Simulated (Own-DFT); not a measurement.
# Shaking the atoms of zincblende GaP, 64 atoms (Ga32P32)

These are calculations, not measurements. They come from Own-DFT, an in-house plane-wave density functional program, since retired, whose code no person has reviewed. Each row is one single-point run on a periodic cell that was not relaxed, without spin or spin-orbit coupling.

Settings of every run: PBE; PseudoDojo norm-conserving scalar-relativistic files; cutoff 42 hartree; 3 x 3 x 3 k mesh centred on Gamma; Fermi-Dirac smearing of 0.1 eV.

Known limits, some of them of some rows only: some atoms lie very close together; forces on such cells passed a denser k mesh, each cell not checked; stress not checked against mesh or cutoff.

Cell vectors in Å: (10.901, 0.000, 0.000); (0.000, 10.901, 0.000); (0.000, 0.000, 10.901). In each run every atom was moved at random and independently from its ideal site; u is the rms move along one axis. E is the free energy for each atom above the fitted value at u = 0, and F the rms of the force components.

| run | u (Å) | E (meV/atom) | F (eV/Å) | largest force (eV/Å) | P (GPa) |
|---|---|---|---|---|---|
| 1 | 0.0193 | 5.7 | 0.259 | 0.80 | 2.70 |
| 2 | 0.0194 | 6.4 | 0.281 | 0.87 | 2.72 |
| 3 | 0.0482 | 38.6 | 0.679 | 2.47 | 3.19 |
| 4 | 0.0495 | 36.9 | 0.651 | 2.02 | 3.13 |
| 5 | 0.0966 | ? | ? | ? | ? |
| 6 | 0.0984 | 157.7 | 1.358 | 4.43 | 4.79 |
| 7 | 0.1579 | 423.6 | 2.949 | 16.90 | 8.70 |
| 8 | 0.1957 | 602.0 | 3.476 | 15.73 | 11.09 |

## Worked fit

For small independent moves the energy grows as E = (3/2) K u², with K the mean stiffness felt by one atom. The runs with u up to 0.11 Å give K = 10.7 ± 0.3 eV/Å², with residuals divided by u² + 0.0006 Å², since the noise grows with the moves. The scatter is 1.8 meV/atom at u = 0.05 Å. The forces follow F = G u with G = 13.8 eV/Å²; no force at u = 0 is resolved. G exceeds K because the moves of its neighbours add to the force on an atom, and stiffness differs between atoms. At u = 0.196 Å the parabola gives 614 meV/atom and the run 602. The pressure follows P = 2.63 + 223 u² GPa: at fixed volume, shortened bonds push harder than stretched ones pull.

## Withheld run

Question: what energy and rms force should run 5 give?

The fit gives 150 ± 7 meV/atom and about 1.33 eV/Å. The calculation gave 170.7 meV/atom and 1.568 eV/Å.
